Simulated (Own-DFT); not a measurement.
SiC (4H silicon carbide, strained, atoms displaced) (calculated)

All values are calculated (Own-DFT development build). A calculation, not a measurement: plane-wave PBE density functional theory by an unreviewed code, no spin, of a simulated periodic cell, stress positive in tension, free energy of the whole cell less one offset for each atom, forces on such cells passed a denser k mesh, this cell's mesh not checked; offsets are fitted by least squares, one for each functional and potential file, so energies compare only between cells with the same atoms and settings and are not formation energies; the far tail of each file's local potential was reset to the Coulomb form; each entry is a single point on an unrelaxed cell, so the pressure reflects the starting lattice, mostly measured values (interpolated for alloys), from which strain is counted, and rises with the displacements; printed positions are rounded, which can move forces by about a meV/angstrom; the program, named Own-DFT, is a retired in-house code; no spin-orbit coupling.

Common to all runs: functional PBE; potential files PseudoDojo norm-conserving, scalar-relativistic, standard set; wave cutoff 42 hartree; occupations Fermi-Dirac; smearing width 0.1 eV; hardware one NVIDIA H100; k mesh 5 x 5 x 3 centred on Gamma.

```yaml
- entry: 1
  formula: SiC
  kind: "4H silicon carbide, strained, atoms displaced"
  structure:
    cell_angstrom:
      - [6.259, -0.0558, 0.035]
      - [-3.1778, 5.3674, -0.0256]
      - [0.0571, -0.0152, 9.9558]
    atoms_fractional:
      - [Si, 0.99801, 0.98539, 0.40671]
      - [Si, 0.12988, 0.30868, 0.16263]
      - [C, 0.01485, 0.00306, 0.09275]
      - [C, 0.15711, 0.34024, 0.33678]
      - [Si, 0.99727, 0.49358, 0.41254]
      - [Si, 0.14715, 0.83143, 0.15823]
      - [C, 0.99347, 0.4904, 0.0941]
      - [C, 0.18851, 0.85141, 0.35036]
      - [Si, 0.49746, 0.99756, 0.4102]
      - [Si, 0.67441, 0.33817, 0.14841]
      - [C, 0.48971, 0.98985, 0.09253]
      - [C, 0.65669, 0.30487, 0.33822]
      - [Si, 0.50226, 0.48787, 0.4062]
      - [Si, 0.66537, 0.83756, 0.15613]
      - [C, 0.50431, 0.48722, 0.08996]
      - [C, 0.66837, 0.84916, 0.34167]
      - [Si, 0.99906, 0.98876, 0.90858]
      - [Si, 0.8426, 0.67794, 0.65571]
      - [C, 0.99038, 0.00249, 0.59071]
      - [C, 0.84765, 0.67899, 0.8436]
      - [Si, 0.99674, 0.49881, 0.90033]
      - [Si, 0.8341, 0.17442, 0.66048]
      - [C, 0.98474, 0.50232, 0.59393]
      - [C, 0.84212, 0.18572, 0.84526]
      - [Si, 0.51469, 0.00577, 0.9053]
      - [Si, 0.3503, 0.67665, 0.65043]
      - [C, 0.51598, 0.0116, 0.58924]
      - [C, 0.34797, 0.67316, 0.84095]
      - [Si, 0.51515, 0.50294, 0.90462]
      - [Si, 0.33108, 0.17818, 0.64287]
      - [C, 0.49172, 0.50156, 0.58807]
      - [C, 0.33114, 0.1744, 0.84192]
  results:
    "free_energy_of_cell_above_offsets [eV]": "-1.810"
    "pressure [GPa]": 5.0
    "stress_xx [GPa]": 3.47
    "stress_yy [GPa]": -5.08
    "stress_zz [GPa]": -13.4
    "stress_yz [GPa]": -1.57
    "stress_xz [GPa]": 1.82
    "stress_xy [GPa]": -2.56
    force_element: [Si, Si, C, C, Si, Si, C, C, Si, Si, C, C, Si, Si, C, C, Si, Si, C, C, Si, Si, C, C, Si, Si, C, C, Si, Si, C, C]
    "force_x [eV/angstrom]": [-1.475, 2.625, -2.745, 1.692, -0.812, 3.553, 0.431, -2.88, 1.939, -1.677, 0.344, -0.269, -0.881, -0.223, -1.561, 1.522, 0.225, -1.077, 0.655, -0.24, 1.754, 0.241, 2.165, 0.911, -2.161, -2.03, -1.494, -0.176, -1.772, 0.739, 1.473, 1.201]
    "force_y [eV/angstrom]": [1.851, 2.999, -1.27, -1.012, 0.345, -0.58, 1.227, -2.915, 0.188, -2.175, 0.585, 3.791, 0.942, -1.589, 1.422, -2.349, 3.358, -0.476, 0.491, -1.74, 2.453, 0.051, 0.39, -2.893, -0.4, 0.008, -0.411, -0.318, -0.29, -1.637, 0.77, -0.816]
    "force_z [eV/angstrom]": [-0.971, -2.588, 0.015, 3.688, -2.109, 0.35, -0.898, -0.946, -1.119, 1.106, -0.096, 0.642, -2.904, -0.774, 0.966, 0.731, -0.657, -0.094, 0.616, -0.653, 1.344, -0.931, 0.808, -0.15, -0.165, 0.996, 1.511, -0.056, 0.081, 2.67, 0.473, -0.886]
    "wall_time [s]": 131.8
- entry: 2
  formula: SiC
  kind: "4H silicon carbide, strained, atoms displaced"
  structure:
    cell_angstrom:
      - [6.1845, -0.0244, 0.0883]
      - [-3.1134, 5.3138, -0.1182]
      - [0.1442, -0.1395, 9.9657]
    atoms_fractional:
      - [Si, 0.00777, 0.00306, 0.40275]
      - [Si, 0.17113, 0.33798, 0.15625]
      - [C, 0.01461, 0.98507, 0.09125]
      - [C, 0.16913, 0.33272, 0.34394]
      - [Si, 0.00916, 0.49595, 0.4053]
      - [Si, 0.17632, 0.85291, 0.15324]
      - [C, 0.9907, 0.50461, 0.09476]
      - [C, 0.18025, 0.83633, 0.3406]
      - [Si, 0.49483, 0.99761, 0.39876]
      - [Si, 0.66678, 0.32666, 0.14736]
      - [C, 0.4997, 0.00261, 0.09524]
      - [C, 0.64349, 0.3336, 0.34255]
      - [Si, 0.50482, 0.49798, 0.40535]
      - [Si, 0.66911, 0.83242, 0.16173]
      - [C, 0.48364, 0.49441, 0.09873]
      - [C, 0.66398, 0.84335, 0.33961]
      - [Si, 0.00108, 0.99595, 0.90271]
      - [Si, 0.82411, 0.64611, 0.65665]
      - [C, 0.00277, 0.01102, 0.59354]
      - [C, 0.83318, 0.6594, 0.84238]
      - [Si, 0.00999, 0.50224, 0.90155]
      - [Si, 0.83296, 0.16504, 0.65866]
      - [C, 0.99954, 0.49373, 0.60084]
      - [C, 0.83472, 0.15825, 0.83991]
      - [Si, 0.49592, 0.00987, 0.90728]
      - [Si, 0.33299, 0.67227, 0.66075]
      - [C, 0.49022, 0.00396, 0.59842]
      - [C, 0.33459, 0.67776, 0.8375]
      - [Si, 0.5031, 0.48865, 0.91352]
      - [Si, 0.32328, 0.16836, 0.66141]
      - [C, 0.50474, 0.51342, 0.60485]
      - [C, 0.33557, 0.17338, 0.84296]
  results:
    "free_energy_of_cell_above_offsets [eV]": "-2.263"
    "pressure [GPa]": 9.1
    "stress_xx [GPa]": -7.33
    "stress_yy [GPa]": -7.55
    "stress_zz [GPa]": -12.43
    "stress_yz [GPa]": -4.95
    "stress_xz [GPa]": 5.34
    "stress_xy [GPa]": -1.17
    force_element: [Si, Si, C, C, Si, Si, C, C, Si, Si, C, C, Si, Si, C, C, Si, Si, C, C, Si, Si, C, C, Si, Si, C, C, Si, Si, C, C]
    "force_x [eV/angstrom]": [-0.458, -2.212, -4.419, 0.339, -2.167, 1.612, 2.248, -2.119, 0.203, -1.519, 1.432, 4.574, -2.508, 0.233, 2.628, 1.882, -0.369, 0.086, 0.302, 0.122, -0.783, -0.993, 0.203, -0.342, 1.391, -0.066, 0.911, 1.05, -1.404, 0.791, -0.482, -0.162]
    "force_y [eV/angstrom]": [-0.408, -1.369, 2.565, -0.072, 0.469, -3.304, 0.056, -1.239, 1.667, 1.656, -0.851, -0.88, 1.934, 0.163, 1.11, -0.913, -0.261, 2.568, -1.941, -0.221, -0.352, -0.604, 0.267, 0.526, -0.932, 0.558, -0.061, -0.655, 2.56, 0.671, -1.6, -1.107]
    "force_z [eV/angstrom]": [0.828, 0.048, -0.509, -0.175, 0.501, 1.311, -0.729, 0.061, 2.606, 2.302, -1.07, -0.985, 1.698, -2.503, -1.034, 1.948, 0.256, 0.04, -0.377, 0.948, 0.552, -1.184, -1.859, 2.07, -0.843, -1.751, -1.291, 3.369, -1.291, -1.686, -2.414, 1.162]
    "wall_time [s]": 127.3
- entry: 3
  formula: SiC
  kind: "4H silicon carbide, strained, atoms displaced"
  structure:
    cell_angstrom:
      - [6.1915, 0.1147, -0.1212]
      - [-2.9964, 5.3746, 0.1324]
      - [-0.1979, 0.1354, 9.9792]
    atoms_fractional:
      - [Si, 0.02247, 0.00057, 0.41496]
      - [Si, 0.166, 0.32898, 0.15892]
      - [C, 0.99746, 0.99018, 0.09594]
      - [C, 0.152, 0.31576, 0.34386]
      - [Si, 0.00326, 0.51041, 0.40155]
      - [Si, 0.14676, 0.81732, 0.15723]
      - [C, 0.98237, 0.49485, 0.08933]
      - [C, 0.15862, 0.83456, 0.34467]
      - [Si, 0.49633, 0.98275, 0.4003]
      - [Si, 0.66031, 0.32689, 0.15788]
      - [C, 0.50242, 0.0176, 0.09125]
      - [C, 0.66844, 0.32264, 0.34918]
      - [Si, 0.47201, 0.47383, 0.40576]
      - [Si, 0.66889, 0.83994, 0.15388]
      - [C, 0.49183, 0.49302, 0.09592]
      - [C, 0.66983, 0.82023, 0.34309]
      - [Si, 0.99216, 0.98809, 0.90326]
      - [Si, 0.85507, 0.68099, 0.65571]
      - [C, 0.99265, 0.99538, 0.59492]
      - [C, 0.85936, 0.68484, 0.84334]
      - [Si, 0.00456, 0.50213, 0.90253]
      - [Si, 0.85065, 0.16774, 0.65727]
      - [C, 0.99877, 0.50893, 0.59483]
      - [C, 0.84318, 0.16578, 0.84494]
      - [Si, 0.49382, 0.99861, 0.91397]
      - [Si, 0.32361, 0.6532, 0.66375]
      - [C, 0.49887, 0.00446, 0.59963]
      - [C, 0.33284, 0.65713, 0.84886]
      - [Si, 0.50679, 0.50099, 0.90954]
      - [Si, 0.33836, 0.16045, 0.64721]
      - [C, 0.49671, 0.49217, 0.59896]
      - [C, 0.33149, 0.16022, 0.8512]
  results:
    "free_energy_of_cell_above_offsets [eV]": "-1.900"
    "pressure [GPa]": 2.93
    "stress_xx [GPa]": -1.65
    "stress_yy [GPa]": 2.24
    "stress_zz [GPa]": -9.38
    "stress_yz [GPa]": 4.16
    "stress_xz [GPa]": -5.68
    "stress_xy [GPa]": 10.1
    force_element: [Si, Si, C, C, Si, Si, C, C, Si, Si, C, C, Si, Si, C, C, Si, Si, C, C, Si, Si, C, C, Si, Si, C, C, Si, Si, C, C]
    "force_x [eV/angstrom]": [-3.962, -0.623, -1.454, -0.144, -0.421, 1.445, 1.434, 2.43, 0.969, 0.1, 0.083, -0.884, 2.542, 0.131, -0.192, -0.45, 1.69, -2.429, 1.881, -2.036, 0.877, -3.201, 1.668, -1.875, 1.302, 0.85, 2.305, -0.515, 0.471, -1.109, -0.076, -0.807]
    "force_y [eV/angstrom]": [-0.923, -0.609, 1.107, 1.374, -2.03, 0.756, -0.151, -0.635, 0.785, 0.845, -2.552, 0.06, 2.269, -0.951, 1.267, -0.181, 2.433, -2.163, 1.194, -2.418, -1.143, 0.525, -1.118, 0.458, -0.339, 1.522, -2.072, 1.206, -1.179, 0.882, 0.837, 0.944]
    "force_z [eV/angstrom]": [-1.49, -1.644, -0.757, 0.487, 1.362, -0.643, 1.253, -0.554, 1.556, 0.485, 2.076, -0.67, 0.43, 0.571, 0.266, 0.65, 1.724, 0.516, -0.355, -0.607, 0.632, 0.112, -0.714, 0.01, -2.54, -1.199, -1.679, 0.434, -0.582, 3.301, -0.728, -1.704]
    "wall_time [s]": 127.1
- entry: 4
  formula: SiC
  kind: "4H silicon carbide, strained, atoms displaced"
  structure:
    cell_angstrom:
      - [6.2496, -0.0337, -0.0231]
      - [-3.154, 5.4573, 0.0086]
      - [-0.0377, -0.0056, 9.8689]
    atoms_fractional:
      - [Si, 0.99638, 0.99579, 0.40178]
      - [Si, 0.16308, 0.32692, 0.14004]
      - [C, 0.99839, 0.98281, 0.09403]
      - [C, 0.15608, 0.32626, 0.34825]
      - [Si, 0.99225, 0.49245, 0.40818]
      - [Si, 0.18266, 0.84068, 0.15524]
      - [C, 0.00172, 0.50211, 0.09206]
      - [C, 0.17457, 0.83588, 0.3483]
      - [Si, 0.49088, 0.99306, 0.40886]
      - [Si, 0.65142, 0.34057, 0.15278]
      - [C, 0.49878, 0.00639, 0.08516]
      - [C, 0.66346, 0.33383, 0.34685]
      - [Si, 0.49464, 0.49919, 0.40233]
      - [Si, 0.67479, 0.8242, 0.1504]
      - [C, 0.50191, 0.49418, 0.10038]
      - [C, 0.67248, 0.83632, 0.34164]
      - [Si, 0.99596, 0.99392, 0.90508]
      - [Si, 0.82018, 0.65442, 0.66286]
      - [C, 0.00213, 0.99663, 0.59549]
      - [C, 0.84029, 0.6862, 0.83878]
      - [Si, 0.98485, 0.49032, 0.91351]
      - [Si, 0.83296, 0.17394, 0.65215]
      - [C, 0.99056, 0.47597, 0.59851]
      - [C, 0.85109, 0.17603, 0.8533]
      - [Si, 0.52015, 0.01382, 0.90595]
      - [Si, 0.32349, 0.67087, 0.65401]
      - [C, 0.50751, 0.00697, 0.59574]
      - [C, 0.33321, 0.65922, 0.84766]
      - [Si, 0.48445, 0.49806, 0.91813]
      - [Si, 0.35266, 0.17072, 0.65575]
      - [C, 0.5095, 0.5172, 0.59914]
      - [C, 0.34418, 0.17292, 0.83585]
  results:
    "free_energy_of_cell_above_offsets [eV]": "-1.684"
    "pressure [GPa]": 3.15
    "stress_xx [GPa]": 2.39
    "stress_yy [GPa]": 3.82
    "stress_zz [GPa]": -15.66
    "stress_yz [GPa]": -0.54
    "stress_xz [GPa]": -2.31
    "stress_xy [GPa]": -2.19
    force_element: [Si, Si, C, C, Si, Si, C, C, Si, Si, C, C, Si, Si, C, C, Si, Si, C, C, Si, Si, C, C, Si, Si, C, C, Si, Si, C, C]
    "force_x [eV/angstrom]": [0.618, -1.072, 0.309, 0.43, 0.305, -0.395, -0.653, -1.103, 1.7, 4.491, 1.182, -0.531, 0.201, -1.954, -2.445, -1.217, 1.625, 1.249, 0.182, -0.105, 0.801, 2.448, -1.016, -1.09, -1.437, 1.694, -0.37, -1.413, 1.836, -2.926, -1.291, -0.055]
    "force_y [eV/angstrom]": [0.352, -0.453, 1.314, 0.544, 0.3, -1.332, 0.073, -1.146, 1.252, -2.187, 0.005, -0.473, 0.266, 1.526, 1.153, -0.796, 1.198, 1.938, -0.034, -2.925, 2.701, -3.19, 4.087, -0.879, -1.48, -0.862, -1.088, 1.294, 0.022, 0.782, -1.788, -0.176]
    "force_z [eV/angstrom]": [1.584, 3.497, -0.564, -1.767, -0.501, 0.288, 1.922, -0.738, -0.874, 1.901, 2.433, -0.62, 1.247, 1.393, -1.061, -0.287, -0.886, -2.579, -0.252, 3.578, -2.769, 2.009, -1.087, -1.604, -1.97, 1.365, -0.102, 0.249, -4.171, -1.374, -1.749, 3.489]
    "wall_time [s]": 129.7
- entry: 5
  formula: SiC
  kind: "4H silicon carbide, strained, atoms displaced"
  structure:
    cell_angstrom:
      - [6.1008, 0.0172, -0.0952]
      - [-3.0355, 5.2524, -0.0249]
      - [-0.1555, -0.1366, 10.0513]
    atoms_fractional:
      - [Si, 0.00778, 0.00154, 0.40506]
      - [Si, 0.16769, 0.31479, 0.15638]
      - [C, 0.00468, 0.00788, 0.08909]
      - [C, 0.16179, 0.32461, 0.34153]
      - [Si, 0.00739, 0.49298, 0.41416]
      - [Si, 0.16328, 0.84933, 0.14601]
      - [C, 0.01231, 0.5172, 0.10443]
      - [C, 0.18239, 0.83194, 0.33744]
      - [Si, 0.49955, 0.98774, 0.39732]
      - [Si, 0.67963, 0.34668, 0.17055]
      - [C, 0.50484, 0.00414, 0.09233]
      - [C, 0.65187, 0.3358, 0.35125]
      - [Si, 0.50654, 0.51106, 0.40628]
      - [Si, 0.68419, 0.85544, 0.15948]
      - [C, 0.51694, 0.50001, 0.09479]
      - [C, 0.66863, 0.84367, 0.34347]
      - [Si, 0.00786, 0.99856, 0.9052]
      - [Si, 0.83366, 0.67231, 0.65643]
      - [C, 0.99273, 0.00033, 0.60171]
      - [C, 0.83447, 0.67916, 0.84401]
      - [Si, 0.00517, 0.49899, 0.90829]
      - [Si, 0.83623, 0.17143, 0.65671]
      - [C, 0.02055, 0.52299, 0.58788]
      - [C, 0.83649, 0.178, 0.84205]
      - [Si, 0.49691, 0.99031, 0.90018]
      - [Si, 0.33439, 0.68186, 0.64818]
      - [C, 0.49184, 0.003, 0.58785]
      - [C, 0.33476, 0.66895, 0.84143]
      - [Si, 0.49308, 0.4976, 0.91063]
      - [Si, 0.33931, 0.19069, 0.65466]
      - [C, 0.49255, 0.50285, 0.59125]
      - [C, 0.32668, 0.17795, 0.84183]
  results:
    "free_energy_of_cell_above_offsets [eV]": "-1.899"
    "pressure [GPa]": 11.67
    "stress_xx [GPa]": -10.34
    "stress_yy [GPa]": -16.48
    "stress_zz [GPa]": -8.18
    "stress_yz [GPa]": -5.95
    "stress_xz [GPa]": -4.67
    "stress_xy [GPa]": 1.5
    force_element: [Si, Si, C, C, Si, Si, C, C, Si, Si, C, C, Si, Si, C, C, Si, Si, C, C, Si, Si, C, C, Si, Si, C, C, Si, Si, C, C]
    "force_x [eV/angstrom]": [0.767, -0.329, -1.206, 0.528, -1.479, 3.596, 0.505, -3.095, -1.542, 0.483, -0.272, 2.841, -1.162, -1.202, -1.866, 2.455, -1.692, 0.159, 0.903, 0.466, -1.173, -0.968, -2.548, 0.087, -0.206, 1.77, 0.79, -0.416, 1.356, -0.017, 0.629, 1.838]
    "force_y [eV/angstrom]": [-0.73, 5.169, -1.055, 0.496, 0.858, -1.051, -2.418, -0.906, 2.985, -0.734, 0.816, -0.376, -0.627, -2.433, 0.856, -1.022, 1.563, -0.193, 0.759, -2.465, 1.318, 0.608, -2.439, -1.647, 2.916, 0.113, 1.544, -1.05, 1.369, -2.812, 1.836, -1.247]
    "force_z [eV/angstrom]": [1.165, 0.4, -0.631, 0.655, -3.63, 2.355, -1.902, 0.205, 2.155, -2.328, -0.157, -0.019, -0.049, -1.224, 0.75, -0.381, -0.942, 0.273, -2.213, -0.014, 0.739, -0.44, 2.114, 0.286, 1.148, 2.12, 0.296, -0.432, -0.255, 0.314, -0.306, -0.052]
    "wall_time [s]": 116.0
```
